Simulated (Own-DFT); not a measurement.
## Calculated data, GaN (wurtzite, strained, atoms displaced)

Computed with Own-DFT development build. A calculation, not a measurement: plane-wave PBE density functional theory by an unreviewed code, no spin, of a simulated periodic cell, stress positive in tension, free energy of the whole cell less one offset for each atom, forces on such cells passed a denser k mesh, this cell's mesh not checked; offsets are fitted by least squares, one for each functional and potential file, so energies compare only between cells with the same atoms and settings and are not formation energies; the far tail of each file's local potential was reset to the Coulomb form; each entry is a single point on an unrelaxed cell, so the pressure reflects the starting lattice, mostly measured values (interpolated for alloys), from which strain is counted, and rises with the displacements; printed positions are rounded, which can move forces by about a meV/angstrom; the program, named Own-DFT, is a retired in-house code; no spin-orbit coupling.

Settings shared by all entries: functional PBE; potential files PseudoDojo norm-conserving, scalar-relativistic, standard set with the stringent files for Ga; wave cutoff 96 hartree; occupations Gaussian; smearing width 0.01 eV; k mesh 3 x 4 x 3 centred on Gamma.

(1) 
```xyz
96
Lattice="12.7560 0.0000 0.0000 -4.7835 8.2853 0.0000 0.0000 0.0000 10.2404" Properties=species:S:1:pos:R:3:force_x:R:1:force_y:R:1:force_z:R:1 formula=GaN free_energy_of_cell_above_offsets=-3.407 pressure=9.93 stress_xx=-8.65 stress_yy=-6.67 stress_zz=-14.46 stress_yz=0.1 stress_xz=0.09 stress_xy=2.01
Ga    -0.0231     1.9198    10.2278      0.613     -0.842     -0.172
Ga     1.5401     0.8906     2.6256      1.061     -0.167         -1
N      0.0990     1.9312     1.9359      -1.49     -1.878     -0.638
N      1.5944     0.8101     4.5563     -0.568      3.604     -1.549
Ga     0.0048     1.8184     5.1881     -0.517      0.381     -0.721
Ga     1.6155     0.8519     7.6691     -0.628      3.514      1.358
N     -0.0669     1.8318     7.0869      1.461      0.711      0.143
N      1.5571     0.9227     9.6533       0.41      0.051     -0.628
Ga    -1.5666     4.6554     0.0675     -0.484     -0.554      -0.46
Ga    -0.1042     3.6304     2.5769      2.273      1.534      0.082
N     -1.5138     4.6507     1.9778     -2.409     -1.283     -0.907
N     -0.0829     3.6982     4.4370      1.368     -1.391      1.357
Ga    -1.6028     4.5583     5.1220      0.363      1.347      0.161
Ga    -0.0115     3.7152     7.7842       0.06     -0.482     -3.308
N     -1.5705     4.6356     7.0194     -0.839     -0.354      1.388
N     -0.0106     3.7850     9.5828       -0.4     -1.053      2.106
Ga    -3.1178     7.2972    10.2151     -1.779      1.611      0.478
Ga    -1.5814     6.4135     2.5147     -0.297      1.538      1.518
N     -3.2220     7.3531     1.9012      0.183     -0.382      0.685
N     -1.5270     6.4443     4.5617     -1.111     -0.509     -1.522
Ga    -3.1051     7.4232     5.1151      -0.81      -3.83      0.186
Ga    -1.5737     6.4854     7.6888     -0.445     -0.212     -0.589
N     -3.1457     7.5144     7.0030     -0.656     -4.392      0.671
N     -1.5833     6.4376     9.6693      0.821      0.045     -1.234
Ga     3.1770     1.8697    10.1795     -0.064     -0.897      0.675
Ga     4.6455     1.0373     2.5624      3.733     -2.452       0.65
N      3.2027     1.7647     1.9016     -2.981      2.122     -0.481
N      4.7854     0.8778     4.5202      0.906      0.609     -0.817
Ga     3.2119     1.7503     5.0710     -0.134      1.425      0.574
Ga     4.7567     0.9552     7.6897       0.14     -0.711     -0.553
N      3.1494     1.8345     6.9922      0.817      0.641      1.195
N      4.8068     0.9166     9.6439      0.033      0.484     -0.607
Ga     1.5891     4.5862    10.2094      0.096      0.485      1.715
Ga     3.1650     3.7421     2.5694      0.078     -1.024     -0.164
N      1.5924     4.5463     1.9389     -0.803      0.911     -0.349
N      3.1971     3.6726     4.4862      1.003      -0.54       0.16
Ga     1.6082     4.4827     5.0884     -0.773      0.897        0.3
Ga     3.2135     3.7656     7.7235     -0.745     -1.422     -1.321
N      1.6014     4.4860     7.0224     -0.528      1.391      0.861
N      3.1767     3.7247     9.6275     -0.346      -0.95      -0.51
Ga     0.0701     7.3820     0.0057     -1.085      0.244      0.253
Ga     1.6031     6.5111     2.5930      0.519     -1.414      -0.61
N      0.0108     7.2636     1.8819      0.061      1.724      0.997
N      1.6001     6.3705     4.5119      1.034      0.443     -0.046
Ga     0.0400     7.3378     5.0550      0.406     -0.214      0.588
Ga     1.4946     6.4644     7.8201      1.333     -0.822     -3.482
N      0.0240     7.2940     6.9809      -0.32      1.342      1.278
N      1.5595     6.4162     9.6250      1.067      0.264       1.34
Ga     6.4938     1.8275     0.0137     -2.744      0.457     -0.004
Ga     7.9295     0.9403     2.5367      0.421     -0.434     -0.079
N      6.3584     1.8624     1.8836     -0.268      0.154       1.26
N      7.9583     1.0119     4.4554      1.025     -1.702      0.331
Ga     6.4606     1.8344     5.1693     -1.747       0.75     -1.176
Ga     8.0216     0.8877     7.6557     -0.702      0.059      0.242
N      6.4095     1.7937     7.0388     -0.173      1.049      1.236
N      7.9155     0.9320     9.6144      2.463     -0.578      -0.78
Ga     4.7302     4.5430    10.2147      0.761      1.499      0.385
Ga     6.3407     3.7774     2.5141     -0.609     -1.504      1.286
N      4.7341     4.6193     1.8723      0.647       0.08      0.919
N      6.3898     3.7405     4.5306     -0.088     -0.831     -0.454
Ga     4.8508     4.6810     5.2022     -0.631     -0.995     -2.132
Ga     6.4142     3.7110     7.7147     -0.922     -0.707     -0.814
N      4.7174     4.7005     7.0297      1.394      -1.63      1.535
N      6.3365     3.6529     9.6373      0.471      0.301     -0.458
Ga     3.2157     7.3948    10.1872     -0.121     -0.843      0.822
Ga     4.7959     6.4588     2.5868      1.106     -0.649     -0.254
N      3.3194     7.2893     1.9237     -2.646      1.994     -0.409
N      4.8754     6.4895     4.4864     -1.027     -0.513      0.387
Ga     3.2561     7.3088     5.1277     -1.229      0.696      0.203
Ga     4.8001     6.4458     7.6488     -0.427      1.032      1.551
N      3.1966     7.3527     7.1309     -0.709     -0.535     -0.812
N      4.7735     6.4366     9.6591      0.645     -0.255      -0.86
Ga     9.6159     1.8338    10.1757     -0.328     -0.554      0.627
Ga    11.1960     0.9915     2.5110     -0.385     -0.568      0.608
N      9.5481     1.8815     1.9131      0.499     -0.146     -0.424
N     11.1104     0.8986     4.4912      1.421      0.689     -0.717
Ga     9.6050     1.7952     5.1758     -0.621      0.831     -1.633
Ga    11.1786     0.9780     7.7303      0.001      -1.39     -1.389
N      9.6134     1.6840     7.0125     -0.946       2.35      1.441
N     11.2079     0.8746     9.5429     -0.491      0.542      2.795
Ga     7.9275     4.5400     0.0317      0.504      1.106     -0.225
Ga     9.5179     3.7079     2.5870       0.98     -0.288      0.153
N      7.9507     4.5777     1.9844      0.293      0.727     -1.177
N      9.6113     3.6954     4.5159     -0.856      -0.95     -0.075
Ga     8.0233     4.5409     5.2091     -0.341       1.06     -3.151
Ga     9.5298     3.7573     7.7363      1.096     -0.653     -1.961
N      7.9590     4.6262     6.9983      0.079      0.104      3.167
N      9.5728     3.6628     9.5785     -0.081      0.689      1.513
Ga     6.4209     7.3072     0.0838     -1.603      0.988     -0.826
Ga     7.9197     6.4301     2.5802      1.188      0.167      0.778
N      6.4120     7.3702     1.9549     -0.546      0.661      0.346
N      7.9522     6.4084     4.5218       0.68      0.488      0.327
Ga     6.3756     7.4257     5.1760      1.201     -0.824     -1.007
Ga     7.8555     6.4776     7.7023       1.65      0.316     -0.748
N      6.3393     7.3766     7.0486      0.236      0.464      0.592
N      7.9113     6.5275     9.6044      1.851     -2.248      0.012
```

Units: free_energy_of_cell_above_offsets in eV; pressure, stress_xx, stress_yy, stress_zz, stress_yz, stress_xz, stress_xy in GPa; force_x, force_y, force_z in eV/Å.

(2) 
```xyz
96
Lattice="12.7560 0.0000 0.0000 -4.7835 8.2853 0.0000 0.0000 0.0000 10.2404" Properties=species:S:1:pos:R:3:force_x:R:1:force_y:R:1:force_z:R:1 formula=GaN free_energy_of_cell_above_offsets=-4.199 pressure=9.48 stress_xx=-8.62 stress_yy=-6.56 stress_zz=-13.27 stress_yz=0.55 stress_xz=0.13 stress_xy=-0.53
Ga    -0.0060     1.8046    10.1922      1.368      1.744      0.432
Ga     1.6749     0.8604     2.5976     -1.444      1.224     -0.281
N      0.0249     1.8513     1.9506      0.956      0.239      -0.45
N      1.5848     0.9880     4.5187      0.365     -1.411     -0.188
Ga     0.0235     1.8208     5.0934     -1.957      0.411     -0.009
Ga     1.6215     0.8927     7.6461     -0.321      0.303     -0.679
N     -0.0801     1.8690     7.0822       1.26     -0.411      -0.95
N      1.5912     0.9129     9.5388      0.721     -0.122      0.851
Ga    -1.6502     4.6317     0.0741      0.905     -0.936     -1.758
Ga     0.0792     3.7490     2.5196     -1.116     -2.004      0.586
N     -1.5134     4.5625     1.9435     -1.442      1.086      0.551
N      0.0380     3.8035     4.4479     -0.374     -2.083      0.109
Ga    -1.5625     4.5022     5.0828     -0.471        1.7       0.57
Ga    -0.0145     3.7655     7.6011     -0.926     -1.319      1.744
N     -1.6541     4.6478     7.0696      0.697     -1.248     -1.482
N     -0.0088     3.7245     9.5885      0.034     -0.245      0.462
Ga    -3.2925     7.3489    10.2336      2.754      1.234      0.264
Ga    -1.6209     6.4459     2.5743     -0.393     -0.345      0.084
N     -3.2656     7.3863     1.9505      0.811     -0.941     -0.135
N     -1.6387     6.4652     4.5326      1.478     -1.526     -1.295
Ga    -3.1174     7.3343     5.0965     -1.404      1.391     -1.114
Ga    -1.5817     6.3783     7.6798     -0.544      1.389      0.009
N     -3.1954     7.2847     6.9088       0.08      1.063      2.693
N     -1.5925     6.4016     9.5902     -0.761      0.907      0.553
Ga     3.2380     1.8434    10.2331     -0.831     -0.584     -0.441
Ga     4.8213     0.9279     2.5913     -1.594     -0.491      0.223
N      3.1287     1.8303     1.9074      1.702      0.397      0.287
N      4.6927     0.9213     4.5494       1.08      0.419     -0.582
Ga     3.1104     1.9492     5.1437      1.057     -3.073      0.112
Ga     4.7496     0.8887     7.7176      1.306      0.157     -2.412
N      3.2716     1.8706     7.0088      -1.31     -0.561      1.235
N      4.8112     0.8993     9.5210       0.07       0.32      3.058
Ga     1.5862     4.6210     0.0892     -0.611     -0.607     -1.739
Ga     3.2239     3.7246     2.5163       0.21     -0.905      0.594
N      1.5921     4.5986     1.9670      1.692      1.293      0.154
N      3.1619     3.6016     4.5394      0.744      3.688     -2.011
Ga     1.5908     4.5572     5.1217      0.756      1.151      0.141
Ga     3.1778     3.6601     7.6974     -0.827      0.454     -0.033
N      1.5272     4.6051     7.0294      1.476      0.063      0.176
N      3.1745     3.6896     9.6395      0.017     -0.138     -0.189
Ga    -0.0089     7.3399    10.1951     -0.107      0.087      0.461
Ga     1.6315     6.4749     2.6111     -0.599     -0.092     -0.541
N     -0.0651     7.3131     1.9325      1.386       1.02     -0.089
N      1.5785     6.4400     4.5475      0.369      0.272      -0.64
Ga    -0.0431     7.3756     5.1213      0.228     -0.158     -0.359
Ga     1.5596     6.4361     7.6957      1.117      0.117     -0.525
N     -0.0242     7.3029     7.0080      0.094       0.85      1.155
N      1.5918     6.4075     9.6228      0.195      0.502      0.218
Ga     6.3841     1.8985     0.1182      0.393     -1.843     -2.506
Ga     7.9282     0.9507     2.6043      1.331     -0.326      -0.38
N      6.3556     1.8661     1.9705      0.358     -0.273      0.757
N      7.9631     0.9536     4.5859     -0.161     -0.766     -1.942
Ga     6.4097     1.8002     5.1555     -1.641       0.77      0.709
Ga     8.0175     0.9248     7.7121     -0.133      -0.53     -0.048
N      6.4665     1.8904     7.1067     -1.258     -1.212     -0.505
N      7.9926     0.8916     9.6276     -0.127      0.537      0.883
Ga     4.7446     4.6314    10.1760      1.023     -0.554      0.513
Ga     6.4154     3.7118     2.5337      -0.13      0.124      1.229
N      4.8685     4.5848     1.8807     -1.286      0.657      0.771
N      6.4288     3.6616     4.5372     -0.347      0.454     -0.711
Ga     4.8051     4.6202     5.1027      -0.41     -0.542     -0.347
Ga     6.4197     3.6744     7.7077     -1.065      0.037     -0.042
N      4.6724     4.6042     7.0038      1.971      -0.06      0.891
N      6.4500     3.6351     9.6584      -1.26      1.189     -0.495
Ga     3.1949     7.3452     0.0243     -0.074      0.436     -1.837
Ga     4.7353     6.4913     2.6557      1.319     -0.816      -2.64
N      3.2629     7.3547     1.8622       -1.6      0.629      2.389
N      4.7615     6.4998     4.4619      0.814     -1.134      1.793
Ga     3.1983     7.3878     5.0694     -0.446     -0.291       1.73
Ga     4.8308     6.4318     7.6238     -1.867      -0.93       1.39
N      3.2634     7.3192     7.0615     -1.495      0.691     -0.326
N      4.7867     6.4316     9.6401      0.263      0.277     -1.157
Ga     9.6120     1.8850     0.0755     -0.465     -1.362     -2.789
Ga    11.2084     0.9396     2.4038     -0.633      -0.58      1.596
N      9.5797     1.8346     1.8738     -0.858      0.546      2.726
N     11.0634     0.8065     4.4082       1.35      0.955      0.341
Ga     9.5407     1.8326     5.1183      1.322     -0.222     -0.192
Ga    11.1696     0.8348     7.6677     -0.628      2.185      0.818
N      9.5801     1.8048     7.0213      0.372      0.834      0.622
N     11.2237     0.9490     9.6615     -1.728      -1.54      -0.86
Ga     7.9891     4.5351     0.0621      0.648      1.222     -1.518
Ga     9.5624     3.7537     2.5269      0.758     -1.145      0.294
N      7.9880     4.6457     1.9440       0.02      0.096      0.428
N      9.6237     3.6619     4.4513     -1.046      0.118      0.437
Ga     8.0051     4.6216     5.1814      0.183     -0.894     -1.684
Ga     9.5319     3.7709     7.5864      1.294     -2.504      1.867
N      7.9830     4.5541     7.0492     -1.372      2.068      0.208
N      9.5831     3.6145     9.5956     -0.358      1.629     -0.171
Ga     6.3881     7.3152     0.0152      -0.17      0.592     -0.856
Ga     7.8951     6.5127     2.5827      0.679      -0.72     -0.461
N      6.3556     7.3099     1.8867     -0.542      0.737      0.971
N      7.9914     6.4324     4.4829      0.828     -0.548      0.255
Ga     6.4958     7.2843     5.1215     -2.359      1.779     -0.611
Ga     7.9164     6.5345     7.5229      1.235     -1.417      2.186
N      6.2979     7.3574     7.0478      1.515     -0.172     -0.932
N      8.0153     6.5226     9.6062     -2.114     -2.461     -1.611
```

Units: free_energy_of_cell_above_offsets in eV; pressure, stress_xx, stress_yy, stress_zz, stress_yz, stress_xz, stress_xy in GPa; force_x, force_y, force_z in eV/Å.
